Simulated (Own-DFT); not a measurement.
Simulation results for Si₃N₄ (beta silicon nitride, atoms displaced)

Computed with Own-DFT development build. A calculation, not a measurement: plane-wave PBE density functional theory by an unreviewed code, no spin, of a simulated periodic cell, stress positive in tension, free energy of the whole cell less one offset for each atom, forces on such cells passed a denser k mesh, this cell's mesh not checked; offsets are fitted by least squares, one for each functional and potential file, so energies compare only between cells with the same atoms and settings and are not formation energies; the far tail of each file's local potential was reset to the Coulomb form; each entry is a single point on an unrelaxed cell, so the pressure reflects the starting lattice, mostly measured values (interpolated for alloys), from which strain is counted, and rises with the displacements; printed positions are rounded, which can move forces by about a meV/angstrom; the program, named Own-DFT, is a retired in-house code; no spin-orbit coupling.

Settings shared by all entries: functional PBE; potential files PseudoDojo norm-conserving, scalar-relativistic, standard set; wave cutoff 42 hartree; occupations Fermi-Dirac; smearing width 0.1 eV; k mesh 3 x 3 x 3 centred on Gamma.

(1) Si₃N₄ (beta silicon nitride, atoms displaced)

```xyz
42
Lattice="7.6060 0.0000 0.0000 -3.8030 6.5870 0.0000 0.0000 0.0000 8.7270" Properties=species:S:1:pos:R:3 Si3N4
Si    -1.5703     5.0717     0.7209
Si     0.2064     2.6651     0.6855
Si     1.3566     5.4282     0.6960
Si     5.3834     1.4849     2.1758
Si     3.5974     3.9716     2.1419
Si     2.3916     1.1374     2.1713
N      2.3431     0.2221     0.7276
N      6.2304     2.0468     0.7151
N      2.7937     4.3835     0.6954
N      1.4523     6.3901     2.1945
N     -2.4332     4.6022     2.1589
N      1.0133     2.1844     2.1706
N      0.0003     4.4085     0.7378
N      3.8140     2.2247     2.2008
Si    -1.5921     5.0474     3.6621
Si     0.2277     2.6501     3.6389
Si     1.3994     5.4534     3.6189
Si     5.4369     1.5070     5.1037
Si     3.5632     3.9152     5.1183
Si     2.3805     1.1663     5.1016
N      2.4547     0.2069     3.6620
N      6.2220     1.9405     3.6523
N      2.7652     4.3786     3.6344
N      1.3803     6.3420     5.1227
N     -2.4319     4.5777     5.0744
N      1.0331     2.2100     5.0732
N     -0.0265     4.4059     3.6725
N      3.8336     2.2112     5.1047
Si    -1.6145     5.0685     6.5464
Si     0.2348     2.6700     6.5658
Si     1.4141     5.4267     6.5287
Si     5.4305     1.5082     7.9833
Si     3.6139     3.9365     8.0288
Si     2.4256     1.1698     8.0002
N      2.3956     0.1665     6.5302
N      6.2324     1.9549     6.5611
N      2.7750     4.4081     6.5232
N      1.4172     6.3698     7.9773
N     -2.4404     4.6242     7.9857
N      1.0541     2.1954     8.0439
N     -0.0139     4.3794     6.5602
N      3.8359     2.1896     8.0289
```

* free energy of cell above offsets: -7.150 eV
* pressure: 5.62 GPa
* stress xx: -5.7 GPa
* stress yy: -4.62 GPa
* stress zz: -6.56 GPa
* stress yz: 0.54 GPa
* stress xz: 1.43 GPa
* stress xy: 0.92 GPa

Force:
```tsv
element	x (eV/Å)	y (eV/Å)	z (eV/Å)
Si	-0.99	0.016	0.058
Si	0.07	0.873	2.119
Si	1.077	0.178	0.621
Si	0.063	2.217	0.134
Si	-0.174	-1.863	1.451
Si	1.245	1.126	1.034
N	0.346	-0.729	-0.411
N	-0.729	-1.226	0.065
N	-1.585	1.321	0.624
N	-0.198	-0.994	-1.487
N	0.969	0.914	0.446
N	-0.192	-0.113	-0.132
N	0.185	-0.624	-0.156
N	-0.709	-0.771	-0.378
Si	-0.368	0.501	-0.856
Si	-1.165	1.247	-0.729
Si	-0.785	-1.172	1.182
Si	-1.621	-0.276	-0.085
Si	0.999	-0.798	-1.58
Si	2.302	-0.155	-0.273
N	-0.805	-0.276	-0.722
N	1.066	0.153	-0.567
N	-0.053	0.634	-0.346
N	0.563	1.562	-1.32
N	-0.269	0.39	0.855
N	-0.165	-0.328	1.199
N	1.397	-0.813	-0.494
N	-0.931	-0.908	0.299
Si	0.463	-0.973	-0.729
Si	-0.566	0.498	-0.328
Si	-1.525	-0.682	0.57
Si	-0.896	0.215	0.946
Si	-0.211	-1.345	-1.724
Si	1.013	-0.609	-0.245
N	-0.323	1.833	0.702
N	1.505	0.299	-0.443
N	0.399	-0.211	1.672
N	0.149	0.326	0.49
N	0.629	0.368	0.58
N	-0.108	-0.11	-1.922
N	0.489	0.128	0.188
N	-0.563	0.176	-0.308
```

(2) Si₃N₄ (beta silicon nitride, atoms displaced)

```xyz
42
Lattice="7.6060 0.0000 0.0000 -3.8030 6.5870 0.0000 0.0000 0.0000 8.7270" Properties=species:S:1:pos:R:3 Si3N4
Si    -1.6055     5.0742     0.7751
Si     0.2267     2.6604     0.7358
Si     1.3836     5.4177     0.7195
Si     5.3870     1.5704     2.1490
Si     3.5494     3.9123     2.1547
Si     2.4276     1.1847     2.1802
N      2.3798     0.2109     0.7167
N      6.2072     1.9218     0.7423
N      2.7875     4.4030     0.7272
N      1.4177     6.3628     2.1987
N     -2.3975     4.6068     2.1722
N      1.0819     2.1796     2.1846
N     -0.0308     4.3943     0.7969
N      3.8174     2.1944     2.2091
Si    -1.6233     5.0689     3.6465
Si     0.2163     2.6407     3.6208
Si     1.3764     5.4613     3.6279
Si     5.4147     1.5209     5.0610
Si     3.6110     3.9758     5.0531
Si     2.4368     1.1064     5.1295
N      2.4040     0.2019     3.6509
N      6.2337     2.0070     3.6299
N      2.7575     4.4110     3.6622
N      1.4041     6.3786     5.1194
N     -2.3914     4.6052     5.0657
N      1.0003     2.2138     5.0963
N      0.0323     4.3880     3.6226
N      3.8119     2.2228     5.0786
Si    -1.6234     5.0468     6.5498
Si     0.1967     2.6163     6.5594
Si     1.3651     5.4425     6.5312
Si     5.4046     1.5133     7.9952
Si     3.6028     3.9453     7.9816
Si     2.3879     1.1097     8.0144
N      2.3953     0.1765     6.5324
N      6.2014     1.9632     6.5220
N      2.7965     4.4075     6.5170
N      1.3673     6.3979     7.9865
N     -2.4137     4.5674     8.0103
N      1.0210     2.1609     8.0147
N      0.0197     4.3738     6.5681
N      3.8108     2.1793     8.0198
```

* free energy of cell above offsets: -7.074 eV
* pressure: 5.6 GPa
* stress xx: -5.49 GPa
* stress yy: -3.31 GPa
* stress zz: -8.01 GPa
* stress yz: 1.63 GPa
* stress xz: 0.71 GPa
* stress xy: 0.02 GPa

Force:
```tsv
element	x (eV/Å)	y (eV/Å)	z (eV/Å)
Si	0.55	0.038	-1.562
Si	-0.818	0.432	0.298
Si	-0.735	0.637	0.299
Si	0.001	-1.853	1.745
Si	1.154	0.01	1.625
Si	1.042	-1.624	0.492
N	-0.118	-0.557	1.074
N	2.109	1.064	-1.147
N	-0.485	0.402	-0.886
N	0.143	1.621	-1.121
N	-2.151	-0.654	1.002
N	-1.577	0.669	-0.331
N	1.008	-0.66	-0.633
N	-0.737	0.685	-0.321
Si	2.423	-0.083	-1.014
Si	0.464	1.608	0.655
Si	-0.443	-0.807	0.865
Si	-1.25	0.103	0.352
Si	-0.283	-1.905	0.954
Si	-0.055	2.486	-1.444
N	-0.228	0.133	-0.493
N	-0.234	-0.542	-0.813
N	0.498	0.275	-1.676
N	0.116	0.776	-1.31
N	-0.922	-0.098	0.964
N	1.277	-1.662	0.112
N	-1.26	-0.145	0.105
N	-0.153	-0.469	0.04
Si	1.714	-0.582	0.098
Si	-0.028	1.539	-0.516
Si	0.236	-0.874	0.645
Si	-0.925	0.198	-0.268
Si	-0.439	-1.768	-0.209
Si	1.557	1.2	-0.841
N	-0.39	-0.26	1.262
N	0.847	0.14	0.768
N	-0.22	0.754	0.56
N	0.401	-0.982	0.459
N	0.304	0.74	0.306
N	-0.339	-0.148	-0.124
N	-1.096	-0.26	0.111
N	-0.959	0.422	-0.086
```

(3) Si₃N₄ (beta silicon nitride, atoms displaced)

```xyz
42
Lattice="7.6060 0.0000 0.0000 -3.8030 6.5870 0.0000 0.0000 0.0000 8.7270" Properties=species:S:1:pos:R:3 Si3N4
Si    -1.6066     5.0580     0.7198
Si     0.2060     2.6740     0.6877
Si     1.3676     5.4382     0.7443
Si     5.3824     1.5300     2.1538
Si     3.5923     3.9360     2.1650
Si     2.4059     1.1627     2.1893
N      2.4082     0.2095     0.7242
N      6.2144     1.9820     0.7134
N      2.8073     4.4154     0.6956
N      1.4312     6.3991     2.1850
N     -2.3983     4.6103     2.1995
N      1.0126     2.1907     2.1732
N      0.0170     4.4203     0.7297
N      3.7902     2.1814     2.1714
Si    -1.6218     5.0874     3.6520
Si     0.2276     2.6650     3.6641
Si     1.3663     5.4324     3.6355
Si     5.3757     1.4868     5.0702
Si     3.5757     3.9041     5.0956
Si     2.4252     1.1654     5.0919
N      2.3753     0.2033     3.6203
N      6.2241     1.9930     3.6559
N      2.7304     4.3946     3.6279
N      1.4150     6.3713     5.0790
N     -2.4380     4.5940     5.0682
N      1.0305     2.1746     5.0816
N     -0.0003     4.4540     3.6510
N      3.8010     2.1859     5.0764
Si    -1.6088     5.0258     6.5776
Si     0.2116     2.6675     6.5681
Si     1.3650     5.4361     6.5303
Si     5.3797     1.4896     8.0080
Si     3.5856     3.9381     8.0185
Si     2.4062     1.1343     8.0080
N      2.4062     0.2053     6.5208
N      6.2092     1.9815     6.5512
N      2.8108     4.3915     6.5257
N      1.4191     6.4065     8.0089
N     -2.4235     4.6230     7.9854
N      0.9958     2.2061     8.0028
N     -0.0020     4.3892     6.5243
N      3.7595     2.1712     8.0136
```

* free energy of cell above offsets: -7.494 eV
* pressure: 5.58 GPa
* stress xx: -5.52 GPa
* stress yy: -5.01 GPa
* stress zz: -6.21 GPa
* stress yz: 0.56 GPa
* stress xz: 1 GPa
* stress xy: -0.9 GPa

Force:
```tsv
element	x (eV/Å)	y (eV/Å)	z (eV/Å)
Si	0.789	0.508	0.591
Si	-0.428	0.611	1.755
Si	0.786	0.522	-0.378
Si	0.425	0.301	1.134
Si	0.017	-0.78	0.731
Si	0.019	-0.124	-0.367
N	-0.491	-0.63	0.25
N	0.376	0.272	-0.026
N	-1.009	0.847	1.217
N	0.011	-0.301	-0.113
N	-1.08	-0.288	-0.828
N	-0.238	0.015	-0.145
N	-0.897	-1.031	-0.19
N	0.108	0.99	0.045
Si	1.044	-0.359	-0.046
Si	-0.848	1.332	-1.039
Si	0.204	0.524	-0.343
Si	0.589	1.056	0.621
Si	0.382	-0.262	-1.106
Si	0.034	-0.581	-0.461
N	-0.061	0.631	0.549
N	0.037	-0.227	-0.878
N	1.148	-0.364	-0.118
N	0.019	0.073	0.34
N	-0.15	0.16	1.092
N	-0.188	0.102	1.089
N	-0.79	-1.949	-0.056
N	-0.07	0.121	0.014
Si	0.596	1.077	-2.302
Si	-0.644	0.066	-1.3
Si	0.658	-0.126	0.494
Si	-0.372	1.591	-0.581
Si	0.331	-1.606	-1.499
Si	-0.155	0.323	-0.633
N	-0.357	-0.774	0.872
N	0.104	-0.17	-0.202
N	-1.317	0.944	1.022
N	-0.104	-1.935	-0.339
N	-0.71	-0.424	1.166
N	1.21	-1.056	-0.319
N	-0.017	-0.186	0.351
N	1.037	1.108	-0.066
```

(4) Si₃N₄ (beta silicon nitride, atoms displaced)

```xyz
42
Lattice="7.6060 0.0000 0.0000 -3.8030 6.5870 0.0000 0.0000 0.0000 8.7270" Properties=species:S:1:pos:R:3 Si3N4
Si    -1.5770     5.1195     0.7394
Si     0.2109     2.6629     0.7288
Si     1.3668     5.4662     0.7282
Si     5.3968     1.5453     2.1996
Si     3.5834     3.9242     2.1462
Si     2.4199     1.1341     2.1915
N      2.3864     0.2013     0.7374
N      6.2029     1.9690     0.7607
N      2.7748     4.3842     0.6902
N      1.3844     6.3853     2.1801
N     -2.4458     4.5951     2.1871
N      1.0356     2.1950     2.1661
N     -0.0148     4.3867     0.7085
N      3.8157     2.2345     2.1475
Si    -1.6101     5.0770     3.5939
Si     0.1993     2.6919     3.6465
Si     1.3808     5.4458     3.6351
Si     5.3822     1.5312     5.1159
Si     3.5917     3.9318     5.1232
Si     2.4226     1.1369     5.1120
N      2.3875     0.2001     3.6381
N      6.2457     1.9791     3.6426
N      2.7821     4.4024     3.6551
N      1.4073     6.4050     5.0491
N     -2.4008     4.6208     5.0597
N      1.0378     2.1693     5.1101
N      0.0017     4.3770     3.6516
N      3.8137     2.2262     5.1278
Si    -1.5887     5.0868     6.5362
Si     0.2094     2.6603     6.5553
Si     1.4030     5.4605     6.5232
Si     5.3920     1.5291     8.0114
Si     3.6009     3.9136     7.9805
Si     2.3999     1.1110     7.9658
N      2.3819     0.1757     6.5281
N      6.2062     1.9590     6.5513
N      2.7864     4.4146     6.5609
N      1.3816     6.3789     8.0107
N     -2.4398     4.5951     7.9778
N      1.0260     2.1928     7.9829
N     -0.0057     4.4063     6.5603
N      3.8109     2.1918     7.9977
```

- free energy of cell above offsets: -7.535 eV
- pressure: 5.38 GPa
- stress xx: -3.92 GPa
- stress yy: -6.39 GPa
- stress zz: -5.83 GPa
- stress yz: 0.3 GPa
- stress xz: -0.3 GPa
- stress xy: 0.55 GPa

Force:
```tsv
element	x (eV/Å)	y (eV/Å)	z (eV/Å)
Si	-0.921	-2.54	-0.664
Si	-0.303	0.389	-0.111
Si	0.228	-1.507	-0.123
Si	-0.411	-0.299	0.21
Si	-0.677	0.032	0.838
Si	0.497	1.609	-0.122
N	-0.022	0.883	-0.524
N	1.176	0.247	-0.981
N	-0.674	0.932	0.552
N	0.106	0.512	0.216
N	0.682	0.777	-0.962
N	-0.086	-0.321	0.671
N	0.294	0.341	0.277
N	-0.69	-1.535	0.448
Si	0.591	-0.758	1.055
Si	0.976	-0.642	-0.15
Si	0.036	-0.953	-0.448
Si	0.296	0.436	-0.962
Si	0.49	0.111	-1.066
Si	0.432	0.955	-0.872
N	0.157	0.323	0.028
N	-0.525	-0.319	0.425
N	-0.122	0.315	-0.549
N	-0.047	-0.134	1.148
N	-0.712	-0.081	0.666
N	-0.481	0.092	-0.334
N	-0.263	1.191	-0.248
N	-0.737	-1.022	-0.192
Si	-0.237	-1.861	-0.228
Si	-0.435	0.861	-0.513
Si	-0.778	-0.596	0.449
Si	-0.239	-0.201	0.325
Si	-0.236	-0.567	0.573
Si	0.804	1.528	0.941
N	0.109	0.918	0.369
N	1.064	0.27	0.335
N	-0.377	0.525	-0.524
N	0.249	0.728	-0.742
N	1.018	0.917	0.602
N	0.161	-0.747	0.587
N	0.649	-0.285	-0.235
N	-1.04	-0.525	-0.165
```
